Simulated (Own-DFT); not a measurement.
Simulation results for Hf₇Si₁₃ (HfSi2 crystal with substituted atoms, atoms displaced), Hf₁₉Si₄₀ (HfSi2 crystal with one vacancy, atoms displaced)

Computed with Own-DFT development build. A calculation, not a measurement: plane-wave density functional theory by an unreviewed code, no spin, of a simulated periodic cell, stress positive in tension, run twice, with PBE and with PBEsol, both on files made for PBE, so the change isn't that of files made for PBEsol, hafnium file: forces about 75 meV/angstrom off all-electron values; forces on such cells moved up to 12 meV/angstrom on a denser k mesh; the far tail of each file's local potential was reset to the Coulomb form; each entry is a single point on an unrelaxed cell, so the pressure reflects the starting lattice, taken from the Materials Project, from which strain is counted, and rises with the displacements; printed positions are rounded, which can move forces by about a meV/angstrom; the program, named Own-DFT, is a retired in-house code; no spin-orbit coupling; stress was not checked against mesh or cutoff.

Settings shared by all entries: functional PBE, then PBEsol; potential files PseudoDojo norm-conserving, scalar-relativistic, standard set; wave cutoff 42 hartree; occupations cold (Marzari-Vanderbilt); smearing width 0.2 eV; k mesh 4 x 4 x 4 centred on Gamma.

(1) Hf₇Si₁₃ (HfSi2 crystal with substituted atoms, atoms displaced)

```
CELL_PARAMETERS angstrom
-7.29720 7.07240 -1.78240
3.64860 7.08730 5.73790
3.64860 3.52130 -8.41150
ATOMIC_POSITIONS crystal
Hf 0.51181 0.55349 0.77024
Hf 0.28123 0.24858 0.04035
Si 0.42298 0.31285 0.79033
Si 0.38196 0.51156 0.00105
Si 0.28844 0.59704 0.70117
Si 0.53481 0.20623 0.10219
Hf 0.72423 0.74245 0.95630
Hf 0.46630 0.46904 0.26856
Si 0.62464 0.51941 0.00132
Si 0.54801 0.70179 0.19502
Si 0.47177 0.78815 0.90282
Si 0.74636 0.40278 0.30356
Hf 0.93210 0.93436 0.15408
Hf 0.67652 0.66701 0.43585
Si 0.81611 0.69426 0.18811
Si 0.78718 0.89132 0.38997
Si 0.66489 0.97952 0.09866
Si 0.91967 0.59484 0.50007
Hf 0.02660 0.54910 0.75840
Hf 0.77146 0.24483 0.03980
Si 0.93153 0.30281 0.80815
Si 0.88064 0.49818 0.00103
Si 0.78026 0.60720 0.69712
Si 0.00922 0.20679 0.09482
Hf 0.22351 0.74118 0.94997
Hf 0.98226 0.45007 0.23506
Si 0.13261 0.50875 0.99996
Si 0.06535 0.71470 0.19741
Si 0.97921 0.78607 0.90724
Si 0.21156 0.40012 0.28606
Hf 0.42322 0.94727 0.15071
Hf 0.17882 0.64351 0.44896
Si 0.31845 0.70837 0.20406
Si 0.27196 0.88923 0.39368
Hf 0.17941 0.99804 0.10139
Si 0.44017 0.60491 0.49943
Hf 0.61938 0.15791 0.36447
Hf 0.38202 0.86057 0.64224
Si 0.52063 0.90796 0.40054
Si 0.48120 0.09201 0.61030
Si 0.38237 0.19940 0.30078
Si 0.62188 0.80393 0.69403
Hf 0.83852 0.34467 0.56625
Hf 0.57724 0.05188 0.85437
Si 0.72630 0.09894 0.60004
Si 0.66263 0.29115 0.80255
Si 0.57360 0.39780 0.49993
Si 0.82316 0.97736 0.89647
Hf 0.11947 0.14467 0.34757
Hf 0.88186 0.84753 0.64284
Si 0.02922 0.88584 0.40438
Si 0.97191 0.10964 0.59609
Si 0.89020 0.19189 0.28785
Si 0.13085 0.79741 0.70479
Hf 0.31961 0.35349 0.55797
Hf 0.08287 0.04784 0.83532
Si 0.23024 0.10371 0.58475
Si 0.17506 0.29321 0.80168
Si 0.07685 0.39750 0.49230
Si 0.32308 0.01434 0.89538
```

```
PBE pressure                                      : 6.76 GPa
PBE stress xx                                     : -8.47 GPa
PBE stress yy                                     : -6.96 GPa
PBE stress zz                                     : -4.85 GPa
PBE stress yz                                     : 0.18 GPa
PBE stress xz                                     : 0.63 GPa
PBE stress xy                                     : 0.19 GPa
PBEsol pressure                                   : 3.4 GPa
PBEsol stress xx                                  : -5.43 GPa
PBEsol stress yy                                  : -3.48 GPa
PBEsol stress zz                                  : -1.3 GPa
PBEsol stress yz                                  : 0.21 GPa
PBEsol stress xz                                  : 0.65 GPa
PBEsol stress xy                                  : 0.19 GPa
rms change of force components from PBE to PBEsol : 0.037 eV/Å
```

Force:
```tsv
force element	PBE force x (eV/Å)	PBE force y (eV/Å)	PBE force z (eV/Å)	PBEsol force x (eV/Å)	PBEsol force y (eV/Å)	PBEsol force z (eV/Å)
Hf	-3.636	0.322	0.576	-3.568	0.32	0.586
Hf	1.139	1.53	0.976	1.136	1.448	0.894
Si	0.083	-0.482	-1.293	0.109	-0.477	-1.253
Si	0.537	-1.013	-1.334	0.528	-1.001	-1.289
Si	1.679	-0.988	0.37	1.657	-0.985	0.296
Si	0.936	-0.618	0.267	0.904	-0.593	0.32
Hf	-0.604	-0.754	0.739	-0.591	-0.732	0.76
Hf	-2.488	-1.869	1.535	-2.453	-1.849	1.479
Si	-0.636	-1.189	-1.471	-0.659	-1.175	-1.423
Si	-0.993	1.546	-0.657	-0.987	1.576	-0.655
Si	0.965	1.611	0.752	0.965	1.569	0.691
Si	1.586	-1.367	0.308	1.575	-1.315	0.357
Hf	2.905	-1.196	2.046	2.792	-1.109	2.045
Hf	-0.33	-0.405	-0.693	-0.32	-0.405	-0.718
Si	0.047	0.761	-0.635	0.069	0.75	-0.622
Si	1.045	0.248	0.214	1.039	0.233	0.208
Si	0.309	2.219	-0.695	0.31	2.151	-0.724
Si	-1.23	0.577	1.123	-1.231	0.585	1.183
Hf	-1.031	-0.833	-0.106	-1.015	-0.816	-0.064
Hf	0.143	1.087	0.207	0.131	1.078	0.157
Si	0.166	-0.565	0.207	0.171	-0.587	0.214
Si	0.005	-0.399	0.271	-0.002	-0.39	0.266
Si	1.034	-0.938	-1.13	1.042	-0.92	-1.197
Si	-2.948	0.592	1.672	-2.991	0.604	1.727
Hf	-1.148	-0.085	0.216	-1.091	-0.03	0.239
Hf	1.662	0.317	0.407	1.646	0.294	0.351
Si	-0.139	-0.704	-0.46	-0.136	-0.696	-0.446
Si	-1.369	-0.598	-1.525	-1.361	-0.602	-1.48
Si	0.464	0.228	0.101	0.443	0.211	0.028
Si	-1.852	1.769	-0.511	-1.846	1.747	-0.441
Hf	-1.309	1.494	-0.376	-1.226	1.413	-0.305
Hf	0.177	0.57	1.015	0.167	0.563	0.977
Si	0.139	-1.094	0.238	0.144	-1.12	0.243
Si	0.558	0.985	0.135	0.557	0.996	0.121
Hf	0.911	-2.134	-3.835	0.904	-2.081	-3.807
Si	1.9	0.129	0.128	1.891	0.153	0.202
Hf	-2.169	-0.537	-0.333	-2.135	-0.525	-0.288
Hf	0.608	-1.053	-0.344	0.596	-1.05	-0.377
Si	-0.39	0.172	0.256	-0.398	0.168	0.246
Si	0.329	0.329	1.34	0.333	0.317	1.303
Si	1.302	-0.758	0.205	1.306	-0.757	0.146
Si	-0.321	0.506	-0.226	-0.303	0.511	-0.155
Hf	1.17	-1.725	1.379	1.132	-1.698	1.403
Hf	-0.045	-0.537	1.048	-0.04	-0.534	1
Si	-0.14	0.078	-0.121	-0.147	0.07	-0.117
Si	-0.424	1.099	0.413	-0.426	1.117	0.382
Si	-0.16	1.412	-0.918	-0.167	1.346	-0.958
Si	0.473	1.667	0.541	0.481	1.645	0.599
Hf	0.824	2.473	-1.299	0.747	2.396	-1.205
Hf	0.408	0.119	0.436	0.4	0.093	0.384
Si	0.336	0.587	0.747	0.352	0.589	0.72
Si	-0.944	-0.282	-1.319	-0.939	-0.265	-1.286
Si	3.364	-1.002	-1.461	3.348	-1.006	-1.547
Si	-0.471	-0.442	0.706	-0.457	-0.422	0.751
Hf	-1.221	-0.604	-0.141	-1.221	-0.57	-0.101
Hf	1.332	-0.397	0.58	1.317	-0.368	0.502
Si	0.241	-0.112	-0.663	0.242	-0.109	-0.648
Si	-0.105	0.487	0.635	-0.116	0.486	0.615
Si	0.348	0.099	-1.032	0.344	0.081	-1.092
Si	-3.019	-0.335	0.789	-2.953	-0.321	0.802
```

(2) Hf₇Si₁₃ (HfSi2 crystal with substituted atoms, atoms displaced)

```
CELL_PARAMETERS angstrom
-7.29720 7.07240 -1.78240
3.64860 7.08730 5.73790
3.64860 3.52130 -8.41150
ATOMIC_POSITIONS crystal
Hf 0.53940 0.54300 0.75528
Hf 0.26766 0.25710 0.03497
Si 0.43150 0.30321 0.80670
Si 0.37637 0.50009 0.00683
Si 0.27095 0.59882 0.70429
Si 0.53218 0.20034 0.08670
Hf 0.70748 0.74718 0.96382
Hf 0.48322 0.46114 0.25114
Hf 0.62927 0.48220 0.99977
Si 0.58429 0.71447 0.20664
Si 0.47594 0.79868 0.91062
Si 0.72740 0.40193 0.31023
Hf 0.91788 0.96284 0.14541
Hf 0.66197 0.66522 0.45111
Si 0.80874 0.70691 0.19520
Si 0.76872 0.88970 0.38764
Si 0.67334 0.99484 0.10829
Si 0.92284 0.60909 0.49698
Hf 0.01336 0.56468 0.75706
Hf 0.77855 0.24702 0.05354
Si 0.93973 0.28999 0.80893
Si 0.87796 0.49757 0.00227
Si 0.77630 0.59314 0.70141
Si 0.02820 0.21257 0.10736
Hf 0.22668 0.75993 0.96120
Hf 0.98409 0.45369 0.25593
Si 0.11994 0.49586 0.01481
Si 0.06985 0.70171 0.21615
Si 0.98862 0.77851 0.90245
Si 0.23030 0.39735 0.29062
Hf 0.42599 0.96103 0.14554
Hf 0.18618 0.66316 0.44211
Si 0.32304 0.70727 0.19027
Si 0.27848 0.89892 0.38655
Si 0.17272 0.99194 0.09854
Si 0.43408 0.59671 0.49953
Hf 0.62495 0.13412 0.35224
Hf 0.37561 0.86167 0.63513
Si 0.51069 0.90807 0.39725
Si 0.47028 0.10351 0.60422
Si 0.36728 0.18824 0.30231
Si 0.64227 0.79535 0.69952
Hf 0.83871 0.33946 0.54406
Hf 0.57115 0.06246 0.84477
Si 0.73186 0.09849 0.59590
Si 0.67202 0.30127 0.78779
Si 0.57724 0.40009 0.49755
Si 0.82517 0.99729 0.89830
Hf 0.13310 0.14395 0.36662
Hf 0.87768 0.83799 0.64847
Si 0.02568 0.91113 0.40471
Si 0.96503 0.09878 0.61379
Si 0.86745 0.18674 0.28918
Si 0.12559 0.79836 0.68910
Hf 0.32726 0.34337 0.54542
Hf 0.07989 0.05554 0.83612
Si 0.20900 0.09263 0.59634
Si 0.17334 0.30468 0.79408
Si 0.06702 0.40295 0.50785
Si 0.32018 0.02795 0.91415
```

```
PBE pressure                                      : 6.85 GPa
PBE stress xx                                     : -7.68 GPa
PBE stress yy                                     : -8.1 GPa
PBE stress zz                                     : -4.77 GPa
PBE stress yz                                     : 0.79 GPa
PBE stress xz                                     : -0.31 GPa
PBE stress xy                                     : -0.09 GPa
PBEsol pressure                                   : 3.49 GPa
PBEsol stress xx                                  : -4.64 GPa
PBEsol stress yy                                  : -4.67 GPa
PBEsol stress zz                                  : -1.16 GPa
PBEsol stress yz                                  : 0.83 GPa
PBEsol stress xz                                  : -0.31 GPa
PBEsol stress xy                                  : -0.09 GPa
rms change of force components from PBE to PBEsol : 0.033 eV/Å
```

Force:
```tsv
force element	PBE force x (eV/Å)	PBE force y (eV/Å)	PBE force z (eV/Å)	PBEsol force x (eV/Å)	PBEsol force y (eV/Å)	PBEsol force z (eV/Å)
Hf	1.764	-1.604	1.777	1.734	-1.549	1.698
Hf	0.926	2.48	-0.742	0.914	2.442	-0.764
Si	0.19	-0.504	0.823	0.199	-0.51	0.795
Si	0.788	-0.385	0.69	0.745	-0.357	0.674
Si	-0.747	0.349	-0.508	-0.745	0.325	-0.553
Si	1.787	1.05	-0.059	1.777	1.04	-0.009
Hf	-2.511	2.115	0.886	-2.493	2.054	0.848
Hf	1.248	-1.453	-0.518	1.175	-1.425	-0.487
Hf	0.567	0.705	-0.131	0.565	0.683	-0.153
Si	1.185	-1.946	0.062	1.176	-1.982	0.082
Si	0.036	-0.842	0.982	0.056	-0.827	0.93
Si	-1.053	-0.124	1.482	-1.063	-0.096	1.534
Hf	-2.222	-1.338	-2.166	-2.179	-1.309	-2.094
Hf	-1.918	0.706	-0.077	-1.907	0.684	-0.101
Si	-1.501	1.043	-0.986	-1.527	1.033	-0.964
Si	0.261	1.449	-0.322	0.286	1.442	-0.32
Si	-0.224	-0.339	0.42	-0.222	-0.344	0.354
Si	-0.824	-0.378	0.319	-0.805	-0.352	0.368
Hf	-3.424	-2.02	-1.984	-3.393	-1.98	-1.906
Hf	-1.187	-0.068	0.218	-1.116	-0.064	0.231
Si	1.173	-0.115	1.374	1.188	-0.139	1.343
Si	-0.282	0.665	-0.186	-0.239	0.622	-0.168
Si	-0.158	-0.301	-0.957	-0.176	-0.315	-1.014
Si	-0.771	-1.026	0.355	-0.779	-0.982	0.411
Hf	-1.364	-1.965	-0.086	-1.333	-1.929	-0.053
Hf	0.964	-0.767	1.189	0.937	-0.77	1.144
Si	-0.07	0.464	1.384	-0.084	0.459	1.338
Si	-0.315	0.152	1.107	-0.313	0.139	1.076
Si	3.492	1.475	0.486	3.456	1.446	0.442
Si	0.603	0.879	-0.134	0.621	0.875	-0.083
Hf	0.061	-1.391	-1.626	0.06	-1.363	-1.573
Hf	-0.098	-1.524	-0.283	-0.081	-1.515	-0.306
Si	0.026	0.292	-0.759	0.011	0.298	-0.737
Si	0.479	0.145	-0.341	0.498	0.143	-0.333
Si	1.757	1.283	-0.471	1.744	1.235	-0.526
Si	2.105	-0.09	0.181	2.098	-0.067	0.252
Hf	1.214	1.027	0.529	1.181	1.027	0.564
Hf	0.26	0.172	-1.533	0.25	0.145	-1.524
Si	-0.603	0.477	-0.326	-0.599	0.5	-0.328
Si	-0.103	-0.091	0.327	-0.102	-0.096	0.321
Si	-0.904	1.765	0.305	-0.916	1.717	0.237
Si	3.004	-0.714	0.897	2.989	-0.683	0.943
Hf	1.679	-0.947	-0.788	1.67	-0.93	-0.74
Hf	-1.35	-0.621	-0.084	-1.317	-0.614	-0.112
Si	0.401	-0.593	-0.119	0.404	-0.614	-0.105
Si	-1.715	-0.395	-0.32	-1.677	-0.342	-0.316
Si	-0.363	-0.337	-1.729	-0.349	-0.356	-1.789
Si	-0.404	-0.264	0.037	-0.409	-0.247	0.073
Hf	1.339	-1.841	2.181	1.328	-1.802	2.186
Hf	0.687	2.033	1.808	0.67	1.996	1.74
Si	0.048	-0.913	-0.115	0.048	-0.889	-0.118
Si	-0.72	-0.237	0.686	-0.724	-0.219	0.668
Si	1.054	2.548	-1.286	1.047	2.469	-1.322
Si	0.398	1.178	0.09	0.411	1.167	0.165
Hf	0.755	0.39	-0.508	0.742	0.397	-0.454
Hf	0.65	-0.04	-1.725	0.657	-0.038	-1.721
Si	-0.862	1.415	-0.283	-0.867	1.399	-0.283
Si	-0.265	0.334	0.09	-0.293	0.352	0.075
Si	-1.627	1.195	-0.157	-1.627	1.157	-0.201
Si	-3.317	-2.613	0.623	-3.303	-2.54	0.664
```

(3) Hf₁₉Si₄₀ (HfSi2 crystal with one vacancy, atoms displaced)

```
CELL_PARAMETERS angstrom
-7.29720 7.07240 -1.78240
3.64860 7.08730 5.73790
3.64860 3.52130 -8.41150
ATOMIC_POSITIONS crystal
Hf 0.52124 0.53457 0.76406
Hf 0.29169 0.25602 0.05198
Si 0.42127 0.29724 0.80885
Si 0.36540 0.49232 0.00845
Si 0.27774 0.59727 0.68311
Si 0.52471 0.21774 0.11135
Hf 0.73297 0.74534 0.93528
Hf 0.47644 0.44607 0.24914
Si 0.62460 0.49584 0.00338
Si 0.57197 0.70239 0.20417
Si 0.47248 0.80215 0.91104
Si 0.71690 0.38564 0.29194
Hf 0.92958 0.94038 0.15044
Hf 0.66728 0.66129 0.43955
Si 0.83373 0.70630 0.20466
Si 0.77980 0.89865 0.37984
Si 0.67432 0.99477 0.10308
Si 0.92291 0.61425 0.48340
Hf 0.03118 0.54349 0.74695
Hf 0.78551 0.25792 0.03416
Si 0.92307 0.29277 0.79009
Si 0.88611 0.49970 0.00482
Si 0.77951 0.60185 0.69893
Si 0.01549 0.20121 0.09051
Hf 0.22709 0.74413 0.94146
Hf 0.99183 0.44871 0.22867
Si 0.12616 0.49732 0.00213
Si 0.07829 0.70456 0.19743
Si 0.97649 0.80092 0.90426
Si 0.21177 0.41217 0.30733
Hf 0.17144 0.63576 0.45301
Si 0.31580 0.72040 0.21191
Si 0.27119 0.90536 0.40222
Si 0.17170 0.00251 0.10867
Si 0.43917 0.59581 0.49270
Hf 0.62648 0.14929 0.35659
Hf 0.37061 0.85106 0.64741
Si 0.52610 0.91374 0.39973
Si 0.48861 0.08718 0.59011
Si 0.37416 0.19091 0.29967
Si 0.61884 0.79904 0.70879
Hf 0.81833 0.33458 0.55202
Hf 0.58029 0.06576 0.84683
Si 0.72281 0.10090 0.60480
Si 0.66531 0.30933 0.78810
Si 0.58385 0.39505 0.51024
Si 0.82797 0.99610 0.88495
Hf 0.13994 0.14783 0.34668
Hf 0.87504 0.86708 0.65381
Si 0.01298 0.91200 0.39881
Si 0.97553 0.09749 0.60299
Si 0.88211 0.19006 0.29030
Si 0.12557 0.79733 0.70409
Hf 0.34536 0.33061 0.54918
Hf 0.07006 0.04861 0.84136
Si 0.21589 0.11845 0.59267
Si 0.18322 0.30382 0.79977
Si 0.08062 0.40037 0.50804
Si 0.32373 0.00576 0.89856
```

```
PBE pressure                                      : 4.27 GPa
PBE stress xx                                     : -4 GPa
PBE stress yy                                     : -5.26 GPa
PBE stress zz                                     : -3.56 GPa
PBE stress yz                                     : 0.56 GPa
PBE stress xz                                     : 0.2 GPa
PBE stress xy                                     : 0.21 GPa
PBEsol pressure                                   : 1.12 GPa
PBEsol stress xx                                  : -1.19 GPa
PBEsol stress yy                                  : -2 GPa
PBEsol stress zz                                  : -0.16 GPa
PBEsol stress yz                                  : 0.6 GPa
PBEsol stress xz                                  : 0.21 GPa
PBEsol stress xy                                  : 0.21 GPa
rms change of force components from PBE to PBEsol : 0.034 eV/Å
```

Force:
```tsv
force element	PBE force x (eV/Å)	PBE force y (eV/Å)	PBE force z (eV/Å)	PBEsol force x (eV/Å)	PBEsol force y (eV/Å)	PBEsol force z (eV/Å)
Hf	0.549	1.07	1.919	0.523	1.058	1.937
Hf	1.841	-2.383	0.267	1.845	-2.339	0.261
Si	-0.417	0.12	0.457	-0.441	0.12	0.44
Si	-0.321	1.274	0.823	-0.326	1.275	0.795
Si	-0.12	0.349	-1.651	-0.112	0.316	-1.687
Si	-3.042	-1.323	-0.27	-3.016	-1.251	-0.184
Hf	1.713	0.475	-2.477	1.671	0.487	-2.386
Hf	1.768	1.328	1.318	1.733	1.301	1.255
Si	0.074	0.553	0.33	0.06	0.531	0.321
Si	-0.136	-0.348	0.962	-0.155	-0.341	0.91
Si	0.345	0.45	-0.804	0.326	0.402	-0.847
Si	-0.556	2.134	0.28	-0.543	2.089	0.336
Hf	0.418	0.037	0.759	0.415	0.046	0.763
Hf	-1.248	1	-0.782	-1.233	0.979	-0.794
Si	-0.473	-1.535	0.243	-0.479	-1.54	0.245
Si	1.351	0.442	-1.061	1.375	0.45	-1.03
Si	0.318	-0.565	0.392	0.29	-0.539	0.347
Si	0.311	-0.565	-0.328	0.289	-0.539	-0.281
Hf	0.986	0.221	-0.879	0.975	0.24	-0.82
Hf	1.06	-1.352	-0.124	1.049	-1.333	-0.171
Si	0.304	0.782	0.069	0.316	0.783	0.056
Si	0.349	-0.806	1.184	0.344	-0.82	1.159
Si	-0.85	-1.166	0.249	-0.846	-1.155	0.178
Si	-2.242	1.119	0.115	-2.23	1.116	0.202
Hf	0.384	0.41	-1.515	0.391	0.4	-1.443
Hf	3.089	-0.857	-0.898	3.045	-0.845	-0.907
Si	-0.631	0.429	0.864	-0.617	0.423	0.836
Si	-0.376	-0.031	-0.423	-0.371	-0.041	-0.409
Si	-0.657	-0.69	-0.437	-0.643	-0.693	-0.496
Si	-3.728	0.067	-0.278	-3.727	0.074	-0.204
Hf	0.921	2.934	2.549	0.909	2.881	2.466
Si	-1.061	-0.117	0.06	-1.083	-0.163	0.048
Si	-0.442	0.128	-0.114	-0.393	0.147	-0.128
Si	-1.949	0.118	0.103	-1.903	0.086	0.049
Si	1.53	-0.634	0.423	1.502	-0.609	0.485
Hf	-0.633	-0.551	-0.127	-0.611	-0.518	-0.094
Hf	-0.481	0.489	0.976	-0.486	0.467	0.916
Si	-0.379	-1.385	0.058	-0.398	-1.371	0.035
Si	1.382	0.349	-0.568	1.419	0.365	-0.555
Si	-1.116	0.223	-0.274	-1.052	0.226	-0.318
Si	-0.541	-0.069	1.225	-0.537	-0.042	1.27
Hf	-1.332	2.153	0.739	-1.305	2.119	0.747
Hf	0.367	-1.134	-0.846	0.335	-1.128	-0.844
Si	-0.309	-0.105	0.301	-0.325	-0.093	0.287
Si	-0.785	0.214	-1.82	-0.773	0.221	-1.779
Si	0.365	-0.593	0.228	0.356	-0.605	0.147
Si	2.332	1.492	-0.844	2.311	1.474	-0.764
Hf	2.513	-1.434	-0.236	2.514	-1.412	-0.208
Hf	-1.775	-2.381	0.891	-1.753	-2.35	0.835
Si	-0.825	0.335	-0.804	-0.831	0.338	-0.781
Si	-0.184	0.105	0.714	-0.169	0.082	0.688
Si	1.174	0.467	-0.787	1.171	0.439	-0.853
Si	-0.106	-0.383	1.168	-0.104	-0.359	1.206
Hf	2.015	0.183	0.523	2.013	0.186	0.561
Hf	-0.567	1.293	0.583	-0.554	1.25	0.542
Si	-0.535	-0.277	-1.641	-0.558	-0.253	-1.6
Si	0.082	-0.679	-0.115	0.097	-0.679	-0.101
Si	0.388	-1.555	-0.446	0.407	-1.529	-0.506
Si	-0.113	0.175	-0.224	-0.109	0.173	-0.131
```
